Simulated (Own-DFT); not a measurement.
Simulation results for Si₂SnGe₅ (diamond-structure random alloy, strained, atoms displaced)

Computed with Own-DFT development build. A calculation, not a measurement: plane-wave density functional theory by an unreviewed code, no spin, of a simulated periodic cell, stress positive in tension, run twice, with PBE and with PBEsol, both on files made for PBE, so the change isn't that of files made for PBEsol, forces on such cells moved up to 12 meV/angstrom on a denser k mesh; the far tail of each file's local potential was reset to the Coulomb form; each entry is a single point on an unrelaxed cell, so the pressure reflects the starting lattice, mostly measured values (interpolated for alloys), from which strain is counted, and rises with the displacements; printed positions are rounded, which can move forces by about a meV/angstrom; the program, named Own-DFT, is a retired in-house code; no spin-orbit coupling; stress was not checked against mesh or cutoff.

Settings shared by all entries: functional PBE, then PBEsol; potential files PseudoDojo norm-conserving, scalar-relativistic, standard set; wave cutoff 49 hartree; occupations Fermi-Dirac; smearing width 0.1 eV; k mesh 3 x 3 x 3 centred on Gamma.

(1) 
```cif
# cell vector a (Å): 11.0679 0.0000 0.0000
# cell vector b (Å): 0.0000 11.0679 0.0000
# cell vector c (Å): 0.0000 0.0000 11.4103
data_Si2SnGe5
_symmetry_space_group_name_H-M 'P 1'
_symmetry_Int_Tables_number 1
_cell_length_a 11.0679
_cell_length_b 11.0679
_cell_length_c 11.4103
_cell_angle_alpha 90.000
_cell_angle_beta 90.000
_cell_angle_gamma 90.000
_cell_volume 1397.74
loop_
_atom_site_label
_atom_site_type_symbol
_atom_site_fract_x
_atom_site_fract_y
_atom_site_fract_z
_atom_site_occupancy
Ge1 Ge 0.99612 0.00481 0.99994 1
Si1 Si 0.00342 0.24370 0.25017 1
Ge2 Ge 0.24669 0.99774 0.24921 1
Si2 Si 0.25593 0.24212 0.00252 1
Ge3 Ge 0.12535 0.13164 0.11696 1
Ge4 Ge 0.11937 0.37855 0.38006 1
Ge5 Ge 0.36948 0.12144 0.37596 1
Si3 Si 0.37481 0.37277 0.12183 1
Ge6 Ge 0.00089 0.00527 0.50879 1
Ge7 Ge 0.99956 0.25496 0.74753 1
Si4 Si 0.25644 0.00096 0.74697 1
Ge8 Ge 0.25182 0.24571 0.49903 1
Ge9 Ge 0.11630 0.12068 0.62090 1
Ge10 Ge 0.13081 0.37054 0.87574 1
Ge11 Ge 0.37279 0.12773 0.87265 1
Si5 Si 0.37861 0.37373 0.62196 1
Ge12 Ge 0.99830 0.49625 0.00961 1
Ge13 Ge 0.99501 0.75114 0.24397 1
Sn1 Sn 0.25803 0.50067 0.25422 1
Ge14 Ge 0.25313 0.75367 0.99621 1
Ge15 Ge 0.12575 0.62391 0.12349 1
Ge16 Ge 0.11982 0.88191 0.37407 1
Ge17 Ge 0.37964 0.62074 0.37429 1
Sn2 Sn 0.37227 0.87457 0.11570 1
Ge18 Ge 0.00195 0.49564 0.50693 1
Si6 Si 0.00170 0.75673 0.74069 1
Ge19 Ge 0.24292 0.49837 0.74636 1
Sn3 Sn 0.25703 0.74618 0.50455 1
Ge20 Ge 0.13041 0.63469 0.62021 1
Ge21 Ge 0.12120 0.86835 0.87183 1
Si7 Si 0.37617 0.62136 0.87044 1
Ge22 Ge 0.37434 0.87761 0.63125 1
Ge23 Ge 0.50037 0.00329 0.00096 1
Si8 Si 0.49887 0.24041 0.25332 1
Sn4 Sn 0.75606 0.99836 0.25178 1
Ge24 Ge 0.74527 0.24838 0.00176 1
Si9 Si 0.62857 0.13544 0.11936 1
Ge25 Ge 0.62619 0.37948 0.37386 1
Ge26 Ge 0.88017 0.13007 0.37618 1
Sn5 Sn 0.87146 0.37335 0.13064 1
Ge27 Ge 0.49666 0.00200 0.50344 1
Sn6 Sn 0.50728 0.25111 0.75339 1
Ge28 Ge 0.74731 0.99416 0.74831 1
Ge29 Ge 0.74670 0.25011 0.50824 1
Ge30 Ge 0.62470 0.13097 0.62375 1
Ge31 Ge 0.62351 0.37545 0.87104 1
Ge32 Ge 0.87869 0.12685 0.87720 1
Si10 Si 0.86856 0.37796 0.63324 1
Sn7 Sn 0.49937 0.49663 0.00514 1
Ge33 Ge 0.49992 0.75332 0.25069 1
Ge34 Ge 0.74860 0.50056 0.25178 1
Sn8 Sn 0.74274 0.74949 0.99271 1
Ge35 Ge 0.62195 0.62705 0.12236 1
Si11 Si 0.62686 0.87157 0.37050 1
Ge36 Ge 0.87694 0.62567 0.37259 1
Ge37 Ge 0.87705 0.87439 0.12512 1
Si12 Si 0.50341 0.49786 0.50004 1
Si13 Si 0.49703 0.74432 0.75697 1
Ge38 Ge 0.74983 0.49763 0.74370 1
Si14 Si 0.74753 0.75191 0.50413 1
Si15 Si 0.62717 0.62280 0.61950 1
Ge39 Ge 0.63004 0.87961 0.87444 1
Ge40 Ge 0.86667 0.61668 0.87781 1
Si16 Si 0.87736 0.87216 0.62810 1
_calc_PBE_pressure 10.17  # GPa
_calc_PBE_stress_xx -10.84  # GPa
_calc_PBE_stress_yy -10.91  # GPa
_calc_PBE_stress_zz -8.75  # GPa
_calc_PBE_stress_yz -0.44  # GPa
_calc_PBE_stress_xz 0.85  # GPa
_calc_PBE_stress_xy -1.43  # GPa
_calc_PBEsol_pressure 7.23  # GPa
_calc_PBEsol_stress_xx -7.91  # GPa
_calc_PBEsol_stress_yy -7.97  # GPa
_calc_PBEsol_stress_zz -5.82  # GPa
_calc_PBEsol_stress_yz -0.41  # GPa
_calc_PBEsol_stress_xz 0.82  # GPa
_calc_PBEsol_stress_xy -1.38  # GPa
_calc_rms_change_of_force_components_from_PBE_to_PBEsol 0.056  # eV/angstrom
```

Force:
```tsv
force element	PBE force x (eV/Å)	PBE force y (eV/Å)	PBE force z (eV/Å)	PBEsol force x (eV/Å)	PBEsol force y (eV/Å)	PBEsol force z (eV/Å)
Ge	0.814	-0.952	-0.056	0.781	-0.921	-0.049
Si	0.901	0.255	0.891	0.884	0.243	0.878
Ge	-0.864	1.232	0.163	-0.839	1.195	0.173
Si	0.064	1.403	-0.368	0.025	1.326	-0.403
Ge	-0.028	-0.655	1.05	-0.046	-0.71	1.018
Ge	-0.038	-1.784	-0.186	-0.006	-1.697	-0.139
Ge	0.587	-0.124	-0.52	0.529	-0.15	-0.458
Si	-0.329	-3.17	1.083	-0.312	-3.036	1.074
Ge	-1.762	-1.708	-1.556	-1.663	-1.607	-1.537
Ge	-0.12	-0.192	0.189	-0.08	-0.227	0.224
Si	-1.674	0.187	0.685	-1.638	0.18	0.666
Ge	-0.539	0.861	0.523	-0.558	0.793	0.469
Ge	2.4	1.25	1.908	2.291	1.233	1.803
Ge	-0.276	-0.043	0.865	-0.304	-0.012	0.789
Ge	-0.812	-1.422	0.859	-0.71	-1.385	0.835
Si	-0.918	0.962	-0.723	-0.947	0.901	-0.673
Ge	1.342	0.932	-2.341	1.296	0.912	-2.261
Ge	1.067	-0.204	0.695	1.027	-0.199	0.667
Sn	-1.489	-1.259	-1.18	-1.493	-1.167	-1.099
Ge	-1.9	-2.882	-2.204	-1.883	-2.765	-2.103
Ge	-0.196	1.155	-0.544	-0.204	1.125	-0.526
Ge	-0.477	-0.502	-0.036	-0.457	-0.474	-0.046
Ge	2.951	0.9	1.141	2.829	0.914	1.065
Sn	0.768	0.68	1.934	0.746	0.658	1.879
Ge	-1.044	0.752	0.37	-0.961	0.758	0.309
Si	-0.573	-1.446	0.989	-0.492	-1.466	1.024
Ge	1.191	0.21	-0.146	1.096	0.2	-0.139
Sn	0.63	2.068	-2.531	0.609	2.005	-2.45
Ge	-2.984	-2.469	2.519	-2.86	-2.44	2.415
Ge	0.397	1.383	-0.36	0.409	1.349	-0.279
Si	-1.207	0.563	-0.422	-1.242	0.507	-0.364
Ge	1.695	0.297	1.127	1.65	0.286	1.012
Ge	1.607	1.678	-1.178	1.53	1.592	-1.181
Si	0.165	1.069	-0.757	0.149	1.047	-0.661
Sn	-1.243	1.149	-0.279	-1.118	1.122	-0.289
Ge	0.047	0.039	-1.888	0.095	0.085	-1.88
Si	-1.689	-1.028	0.98	-1.614	-1.037	0.906
Ge	-0.799	-1.081	0.327	-0.71	-1.045	0.307
Ge	0.521	0.694	1.362	0.477	0.628	1.359
Sn	0.281	-1.252	0.408	0.23	-1.165	0.347
Ge	0.824	-0.656	-0.667	0.758	-0.604	-0.613
Sn	-2.08	-0.09	-1.02	-1.976	-0.126	-0.948
Ge	1.098	1.057	-0.607	1.026	1.052	-0.537
Ge	1.2	1.076	-1.18	1.126	1.008	-1.165
Ge	0.85	-2.586	-0.79	0.826	-2.501	-0.772
Ge	2.892	1.165	1.309	2.817	1.122	1.27
Ge	-1.028	0.069	-0.845	-0.993	0.066	-0.807
Si	0.957	-0.751	-1.266	0.935	-0.741	-1.238
Sn	-0.479	0.247	-1.247	-0.366	0.258	-1.222
Ge	0.739	-0.903	0.733	0.681	-0.927	0.666
Ge	-1.068	1.736	0.771	-1.032	1.679	0.751
Sn	1.421	0.151	1.455	1.381	0.142	1.422
Ge	0.305	0.115	2.892	0.292	0.115	2.809
Si	-0.987	-0.457	2.128	-1.009	-0.419	2.036
Ge	-0.414	0.1	1.092	-0.378	0.07	1.007
Ge	0.996	-0.304	-1.381	0.978	-0.294	-1.328
Si	-0.233	0.096	0.314	-0.226	0.087	0.22
Si	0.876	0.383	-0.857	0.881	0.46	-0.853
Ge	-0.788	0.731	0.543	-0.78	0.71	0.626
Si	0.385	0.046	-0.555	0.421	0.018	-0.586
Si	-0.76	0.506	0.535	-0.712	0.458	0.58
Ge	-3.019	0.859	-1.562	-2.9	0.866	-1.491
Ge	2.54	-0.409	-1.842	2.427	-0.422	-1.765
Si	-0.696	0.271	-0.742	-0.694	0.364	-0.743
```

(2) 
```cif
# cell vector a (Å): 11.2391 0.0000 0.0000
# cell vector b (Å): 0.0000 11.2391 0.0000
# cell vector c (Å): 0.0000 0.0000 11.4103
data_Si2SnGe5
_symmetry_space_group_name_H-M 'P 1'
_symmetry_Int_Tables_number 1
_cell_length_a 11.2391
_cell_length_b 11.2391
_cell_length_c 11.4103
_cell_angle_alpha 90.000
_cell_angle_beta 90.000
_cell_angle_gamma 90.000
_cell_volume 1441.32
loop_
_atom_site_label
_atom_site_type_symbol
_atom_site_fract_x
_atom_site_fract_y
_atom_site_fract_z
_atom_site_occupancy
Si1 Si 0.00014 0.99369 0.99286 1
Ge1 Ge 0.99452 0.23784 0.24761 1
Ge2 Ge 0.25131 0.00285 0.24442 1
Ge3 Ge 0.25102 0.25225 0.00323 1
Ge4 Ge 0.12860 0.12991 0.12078 1
Ge5 Ge 0.12244 0.38300 0.37317 1
Ge6 Ge 0.37434 0.12876 0.36688 1
Si2 Si 0.36942 0.36922 0.11598 1
Si3 Si 0.00375 0.99438 0.50560 1
Ge7 Ge 0.99516 0.25182 0.74712 1
Ge8 Ge 0.24901 0.00624 0.74793 1
Ge9 Ge 0.24498 0.25141 0.49979 1
Ge10 Ge 0.12662 0.12246 0.62735 1
Ge11 Ge 0.12730 0.36998 0.87594 1
Ge12 Ge 0.37156 0.12255 0.88317 1
Ge13 Ge 0.37539 0.37382 0.62586 1
Si4 Si 0.99802 0.49774 0.99956 1
Ge14 Ge 0.99689 0.75655 0.25122 1
Ge15 Ge 0.25070 0.49948 0.25860 1
Ge16 Ge 0.24938 0.75401 0.00323 1
Ge17 Ge 0.12400 0.62100 0.11496 1
Si5 Si 0.12935 0.87653 0.37234 1
Ge18 Ge 0.37204 0.62017 0.37607 1
Ge19 Ge 0.37552 0.87691 0.12100 1
Ge20 Ge 0.00087 0.49678 0.49955 1
Si6 Si 0.99713 0.74947 0.74655 1
Si7 Si 0.25071 0.49333 0.75237 1
Ge21 Ge 0.25418 0.75051 0.49995 1
Ge22 Ge 0.12920 0.63129 0.61996 1
Ge23 Ge 0.12810 0.87881 0.87852 1
Ge24 Ge 0.37045 0.61899 0.86960 1
Sn1 Sn 0.37983 0.87415 0.62119 1
Ge25 Ge 0.49927 0.99850 0.01103 1
Si8 Si 0.50291 0.25018 0.24843 1
Sn2 Sn 0.74394 0.00118 0.25370 1
Si9 Si 0.75691 0.25171 0.99462 1
Ge26 Ge 0.62306 0.11982 0.12319 1
Si10 Si 0.62738 0.38063 0.37630 1
Si11 Si 0.87909 0.12575 0.38403 1
Ge27 Ge 0.87040 0.37172 0.12468 1
Ge28 Ge 0.50187 0.00224 0.49819 1
Ge29 Ge 0.49423 0.25460 0.74829 1
Sn3 Sn 0.74528 0.99923 0.74624 1
Si12 Si 0.75700 0.24622 0.49208 1
Si13 Si 0.62052 0.13227 0.62342 1
Si14 Si 0.62415 0.37095 0.88049 1
Sn4 Sn 0.87424 0.12906 0.87673 1
Ge30 Ge 0.87969 0.37522 0.61847 1
Ge31 Ge 0.49389 0.50453 0.99408 1
Sn5 Sn 0.50380 0.75162 0.25195 1
Ge32 Ge 0.74930 0.49704 0.25132 1
Ge33 Ge 0.74954 0.75591 0.99567 1
Ge34 Ge 0.61506 0.62501 0.12021 1
Ge35 Ge 0.61848 0.87797 0.38527 1
Ge36 Ge 0.86720 0.62632 0.37158 1
Si15 Si 0.87589 0.86858 0.12524 1
Ge37 Ge 0.49643 0.49891 0.49498 1
Ge38 Ge 0.49899 0.75559 0.75751 1
Ge39 Ge 0.75368 0.49844 0.75714 1
Sn6 Sn 0.74603 0.74753 0.50715 1
Si16 Si 0.62060 0.62229 0.62356 1
Ge40 Ge 0.62599 0.87728 0.87711 1
Sn7 Sn 0.86954 0.63707 0.88000 1
Sn8 Sn 0.87464 0.87269 0.62562 1
_calc_PBE_pressure 7.29  # GPa
_calc_PBE_stress_xx -7.61  # GPa
_calc_PBE_stress_yy -7.69  # GPa
_calc_PBE_stress_zz -6.56  # GPa
_calc_PBE_stress_yz -0.35  # GPa
_calc_PBE_stress_xz 0.21  # GPa
_calc_PBE_stress_xy -0.23  # GPa
_calc_PBEsol_pressure 4.51  # GPa
_calc_PBEsol_stress_xx -4.85  # GPa
_calc_PBEsol_stress_yy -4.91  # GPa
_calc_PBEsol_stress_zz -3.79  # GPa
_calc_PBEsol_stress_yz -0.34  # GPa
_calc_PBEsol_stress_xz 0.21  # GPa
_calc_PBEsol_stress_xy -0.2  # GPa
_calc_rms_change_of_force_components_from_PBE_to_PBEsol 0.053  # eV/angstrom
```

Force:
```tsv
force element	PBE force x (eV/Å)	PBE force y (eV/Å)	PBE force z (eV/Å)	PBEsol force x (eV/Å)	PBEsol force y (eV/Å)	PBEsol force z (eV/Å)
Si	0.395	-0.228	2.102	0.428	-0.198	2.023
Ge	0.334	1.106	0.525	0.362	1.111	0.462
Ge	-0.367	-0.282	0.288	-0.315	-0.234	0.243
Ge	-0.246	-0.263	-0.695	-0.291	-0.309	-0.719
Ge	-1.057	-1.363	-0.125	-0.989	-1.29	-0.092
Ge	-0.464	-1.67	-0.208	-0.44	-1.604	-0.185
Ge	0.279	0.142	0.617	0.236	0.091	0.623
Si	1.39	1.187	1.935	1.326	1.19	1.856
Si	1.142	1.284	-1.787	1.122	1.259	-1.678
Ge	1.692	0.681	-0.933	1.649	0.663	-0.908
Ge	-0.028	-0.278	1.2	-0.034	-0.262	1.171
Ge	0.272	-0.023	-0.309	0.267	-0.022	-0.291
Ge	-0.886	0.527	-0.591	-0.824	0.541	-0.533
Ge	-0.639	0.751	-0.253	-0.619	0.66	-0.241
Ge	0.589	0.14	-0.637	0.556	0.139	-0.62
Ge	-0.719	0.512	-0.427	-0.665	0.458	-0.441
Si	0.416	-0.799	0.264	0.408	-0.787	0.264
Ge	0.724	-0.861	-0.199	0.692	-0.899	-0.186
Ge	0.019	-0.304	-2.275	-0.009	-0.27	-2.158
Ge	0.206	-0.724	-0.797	0.195	-0.696	-0.772
Ge	-0.16	0.137	1.481	-0.114	0.179	1.466
Si	-0.355	0.281	0.33	-0.309	0.238	0.285
Ge	-0.211	0.225	0.398	-0.209	0.208	0.397
Ge	-1.005	0.012	0.445	-0.97	0.029	0.423
Ge	-0.097	1.453	-0.27	-0.091	1.392	-0.263
Si	2.837	-0.09	0.719	2.785	-0.088	0.706
Si	-0.511	0.507	-0.762	-0.495	0.49	-0.746
Ge	-1.343	-0.605	-1.746	-1.273	-0.632	-1.66
Ge	-0.585	-1.047	1.189	-0.559	-1.012	1.086
Ge	-0.477	-0.589	-1.205	-0.399	-0.578	-1.176
Ge	-0.386	1.011	0.024	-0.319	1.019	0.073
Sn	-0.368	0.81	0.948	-0.355	0.788	0.919
Ge	0.051	0.112	-1.785	0.05	0.105	-1.72
Si	-0.102	0.841	-0.46	-0.103	0.753	-0.453
Sn	1.811	-0.53	0.365	1.673	-0.522	0.348
Si	-2.752	1.245	1.908	-2.654	1.186	1.915
Ge	-0.155	2.741	-0.734	-0.163	2.577	-0.711
Si	-0.121	-1.391	-0.227	-0.121	-1.284	-0.22
Si	0.806	-0.65	0.159	0.817	-0.65	0.072
Ge	0.53	0.095	-0.097	0.517	0.095	-0.026
Ge	0.148	2.404	-0.392	0.123	2.273	-0.418
Ge	0.922	-0.707	1.008	0.828	-0.675	0.968
Sn	-2.268	1.622	0.067	-2.175	1.526	0.116
Si	-1.189	0.807	0.909	-1.146	0.842	0.937
Si	-0.155	0.73	-1.173	-0.194	0.682	-1.115
Si	0.167	0.223	-0.426	0.117	0.263	-0.458
Sn	1.298	-0.521	0.491	1.281	-0.512	0.376
Ge	-1.218	-0.211	0.411	-1.127	-0.177	0.434
Ge	0.149	-1.476	0.369	0.136	-1.356	0.354
Sn	-1.091	0.104	0.354	-1.063	0.099	0.343
Ge	-0.605	0.311	-0.743	-0.544	0.34	-0.745
Ge	-1.961	1.372	3.036	-1.943	1.308	2.898
Ge	2.144	-1.029	-0.824	2.075	-0.99	-0.803
Ge	0.27	0.277	0.093	0.252	0.279	0.089
Ge	1.525	-0.774	-0.45	1.475	-0.754	-0.443
Si	0.336	0.861	-0.877	0.295	0.801	-0.829
Ge	0.666	-0.138	0.912	0.572	-0.12	0.881
Ge	1.023	-2.057	0.237	0.972	-1.966	0.254
Ge	-1.677	-1.082	-1.577	-1.574	-1.037	-1.532
Sn	-1.595	-1.663	-1.914	-1.514	-1.566	-1.919
Si	-1.088	-1.287	1.933	-1.071	-1.26	1.897
Ge	-1.491	-0.362	1.198	-1.444	-0.369	1.163
Sn	2.174	-1.971	-1.029	2.023	-1.918	-0.997
Sn	3.06	0.463	0.015	2.882	0.452	0.017
```

(3) 
```cif
# cell vector a (Å): 11.2961 0.0000 0.0000
# cell vector b (Å): 0.0000 11.2961 0.0000
# cell vector c (Å): 0.0000 0.0000 11.4103
data_Si2SnGe5
_symmetry_space_group_name_H-M 'P 1'
_symmetry_Int_Tables_number 1
_cell_length_a 11.2961
_cell_length_b 11.2961
_cell_length_c 11.4103
_cell_angle_alpha 90.000
_cell_angle_beta 90.000
_cell_angle_gamma 90.000
_cell_volume 1455.98
loop_
_atom_site_label
_atom_site_type_symbol
_atom_site_fract_x
_atom_site_fract_y
_atom_site_fract_z
_atom_site_occupancy
Ge1 Ge 0.99839 0.00508 0.99447 1
Ge2 Ge 0.00170 0.25130 0.25151 1
Ge3 Ge 0.25555 0.99516 0.24572 1
Ge4 Ge 0.25588 0.24811 0.00277 1
Si1 Si 0.12773 0.13390 0.12058 1
Ge5 Ge 0.12247 0.36719 0.37930 1
Si2 Si 0.38061 0.12335 0.37563 1
Ge6 Ge 0.37206 0.38095 0.12573 1
Ge7 Ge 0.00945 0.99120 0.48955 1
Ge8 Ge 0.99888 0.24771 0.75293 1
Si3 Si 0.24284 0.99976 0.74346 1
Ge9 Ge 0.25657 0.24840 0.49432 1
Ge10 Ge 0.12255 0.11998 0.62429 1
Sn1 Sn 0.13295 0.37663 0.87242 1
Ge11 Ge 0.37529 0.12688 0.87448 1
Ge12 Ge 0.37288 0.37764 0.62026 1
Si4 Si 0.99804 0.49666 0.99239 1
Sn2 Sn 0.00376 0.75175 0.24795 1
Sn3 Sn 0.24874 0.49653 0.24449 1
Si5 Si 0.25445 0.75438 0.00402 1
Ge13 Ge 0.12713 0.62380 0.13150 1
Ge14 Ge 0.12577 0.88264 0.37542 1
Ge15 Ge 0.37470 0.62780 0.37512 1
Ge16 Ge 0.37723 0.87605 0.13050 1
Si6 Si 0.99707 0.49978 0.50354 1
Si7 Si 0.99956 0.75467 0.74057 1
Sn4 Sn 0.24602 0.50716 0.75244 1
Ge17 Ge 0.25423 0.74750 0.49505 1
Si8 Si 0.13321 0.62860 0.62431 1
Ge18 Ge 0.11865 0.88109 0.87480 1
Ge19 Ge 0.37526 0.62590 0.86874 1
Si9 Si 0.37363 0.87376 0.62335 1
Ge20 Ge 0.50835 0.00359 0.00271 1
Ge21 Ge 0.48719 0.24655 0.25611 1
Ge22 Ge 0.75114 0.00564 0.24902 1
Ge23 Ge 0.76035 0.25120 0.00373 1
Ge24 Ge 0.63287 0.12158 0.12640 1
Ge25 Ge 0.62245 0.36708 0.36583 1
Ge26 Ge 0.86832 0.13310 0.37315 1
Ge27 Ge 0.88047 0.37396 0.12883 1
Si10 Si 0.50217 0.00544 0.49372 1
Ge28 Ge 0.49393 0.24744 0.75220 1
Sn5 Sn 0.74906 0.99709 0.75665 1
Ge29 Ge 0.74405 0.24919 0.50792 1
Ge30 Ge 0.63362 0.12583 0.63147 1
Ge31 Ge 0.62729 0.37632 0.87633 1
Ge32 Ge 0.87419 0.12243 0.87586 1
Ge33 Ge 0.87044 0.37243 0.61809 1
Ge34 Ge 0.50216 0.49515 0.99607 1
Si11 Si 0.50586 0.75067 0.24169 1
Si12 Si 0.75033 0.50050 0.25109 1
Ge35 Ge 0.75394 0.75274 0.00308 1
Ge36 Ge 0.63325 0.62305 0.12910 1
Ge37 Ge 0.63116 0.87343 0.37428 1
Si13 Si 0.87718 0.63253 0.37822 1
Ge38 Ge 0.87466 0.87403 0.12985 1
Sn6 Sn 0.49691 0.49956 0.50418 1
Si14 Si 0.50007 0.74825 0.75037 1
Si15 Si 0.74743 0.49823 0.74940 1
Ge39 Ge 0.75297 0.75223 0.50640 1
Ge40 Ge 0.62088 0.62642 0.63018 1
Sn7 Sn 0.61776 0.87953 0.87978 1
Si16 Si 0.86964 0.63034 0.87758 1
Sn8 Sn 0.87258 0.87357 0.62945 1
_calc_PBE_pressure 6.8  # GPa
_calc_PBE_stress_xx -7.01  # GPa
_calc_PBE_stress_yy -7.08  # GPa
_calc_PBE_stress_zz -6.31  # GPa
_calc_PBE_stress_yz -0.05  # GPa
_calc_PBE_stress_xz 0.61  # GPa
_calc_PBE_stress_xy 0.46  # GPa
_calc_PBEsol_pressure 4.06  # GPa
_calc_PBEsol_stress_xx -4.27  # GPa
_calc_PBEsol_stress_yy -4.34  # GPa
_calc_PBEsol_stress_zz -3.57  # GPa
_calc_PBEsol_stress_yz -0.03  # GPa
_calc_PBEsol_stress_xz 0.59  # GPa
_calc_PBEsol_stress_xy 0.46  # GPa
_calc_rms_change_of_force_components_from_PBE_to_PBEsol 0.055  # eV/angstrom
```

Force:
```tsv
force element	PBE force x (eV/Å)	PBE force y (eV/Å)	PBE force z (eV/Å)	PBEsol force x (eV/Å)	PBEsol force y (eV/Å)	PBEsol force z (eV/Å)
Ge	0.332	-0.033	1.592	0.29	-0.057	1.49
Ge	0.145	-0.639	-0.279	0.103	-0.579	-0.237
Ge	-0.766	1.785	0.658	-0.736	1.666	0.638
Ge	0.41	-0.341	0.583	0.44	-0.288	0.522
Si	-0.242	-1.172	0.505	-0.242	-1.145	0.493
Ge	-0.532	0.604	0.74	-0.483	0.546	0.679
Si	-0.939	-0.832	0.191	-0.968	-0.762	0.138
Ge	2.182	-2.148	-1.677	2.111	-2.09	-1.631
Ge	-1.844	2.496	1.105	-1.77	2.417	1.071
Ge	-0.754	-0.519	-1.25	-0.735	-0.521	-1.215
Si	1.059	-0.451	0.614	0.988	-0.406	0.635
Ge	-0.441	-0.752	0.647	-0.465	-0.678	0.652
Ge	0.192	0.544	-0.571	0.15	0.554	-0.582
Sn	-2.508	-2.562	2.431	-2.402	-2.537	2.334
Ge	-0.505	-1.334	0.005	-0.453	-1.243	0.033
Ge	-0.839	-2.189	1.367	-0.809	-2.124	1.322
Si	-0.956	1.614	1.341	-0.905	1.538	1.353
Sn	-0.182	-0.011	1.047	-0.137	0.036	0.977
Sn	-0.462	0.238	2.592	-0.446	0.235	2.513
Si	-0.533	-0.275	-0.473	-0.521	-0.271	-0.458
Ge	-0.503	0.267	-4.048	-0.481	0.257	-3.865
Ge	2.344	-1.068	-0.558	2.265	-1.035	-0.539
Ge	0.724	1.139	-1.298	0.662	1.079	-1.22
Ge	0.827	-0.563	-1.199	0.79	-0.476	-1.151
Si	0.497	0.671	-0.299	0.489	0.586	-0.287
Si	1.784	-2.431	2.35	1.746	-2.319	2.309
Sn	1.996	1.018	-2.877	2.014	0.942	-2.751
Ge	-0.56	0.982	0.667	-0.535	0.941	0.578
Si	-2.495	1.109	-1.52	-2.374	1.09	-1.501
Ge	1	-1.031	-0.479	0.925	-0.954	-0.431
Ge	1.449	1.768	2.192	1.4	1.644	2.127
Si	0.447	0.475	0.079	0.409	0.43	0.038
Ge	-2.647	1.619	1.739	-2.555	1.574	1.688
Ge	1.119	0.051	-1.523	1.132	0.109	-1.503
Ge	0.306	-0.91	0.56	0.296	-0.881	0.536
Ge	-0.827	-0.003	-0.177	-0.795	-0.018	-0.171
Ge	-0.991	1.412	-0.045	-0.952	1.343	-0.048
Ge	0.807	0.413	0.291	0.738	0.362	0.317
Ge	0.893	-0.698	0.573	0.863	-0.68	0.536
Ge	-0.082	1.28	-0.241	-0.076	1.168	-0.235
Si	0.21	-0.709	0.996	0.291	-0.709	0.99
Ge	0.826	0.769	-0.586	0.804	0.74	-0.557
Sn	0.287	2.316	-0.189	0.285	2.28	-0.185
Ge	0.019	0.313	-1.475	0.03	0.295	-1.421
Ge	-2.685	0.436	-1.207	-2.576	0.46	-1.151
Ge	0.345	-0.719	-0.466	0.287	-0.717	-0.415
Ge	0.898	1.666	0.752	0.884	1.613	0.743
Ge	0.602	0.832	1.215	0.565	0.737	1.178
Ge	-0.022	0.993	0.553	-0.023	0.95	0.53
Si	-0.109	-0.18	1.163	-0.103	-0.176	1.134
Si	0.794	-0.177	0.688	0.745	-0.207	0.636
Ge	0.231	-0.772	0.388	0.193	-0.711	0.424
Ge	-0.666	-0.127	-0.528	-0.649	-0.11	-0.578
Ge	-0.85	0.195	-0.18	-0.76	0.195	-0.174
Si	-1.039	-1.947	0.818	-1.024	-1.836	0.802
Ge	-0.644	1.792	-1.46	-0.636	1.741	-1.422
Sn	1.466	0.246	-1.567	1.406	0.241	-1.516
Si	-1.107	0.144	-0.915	-1.054	0.092	-0.869
Si	0.503	0.616	0.293	0.456	0.565	0.251
Ge	-1.535	-1.877	-1.707	-1.519	-1.779	-1.63
Ge	1.325	0.584	0.791	1.286	0.561	0.707
Sn	-0.89	-3.441	0.496	-0.819	-3.297	0.536
Si	0.97	-0.843	-1.005	0.911	-0.777	-0.952
Sn	2.169	0.37	-2.221	2.051	0.395	-2.215
```
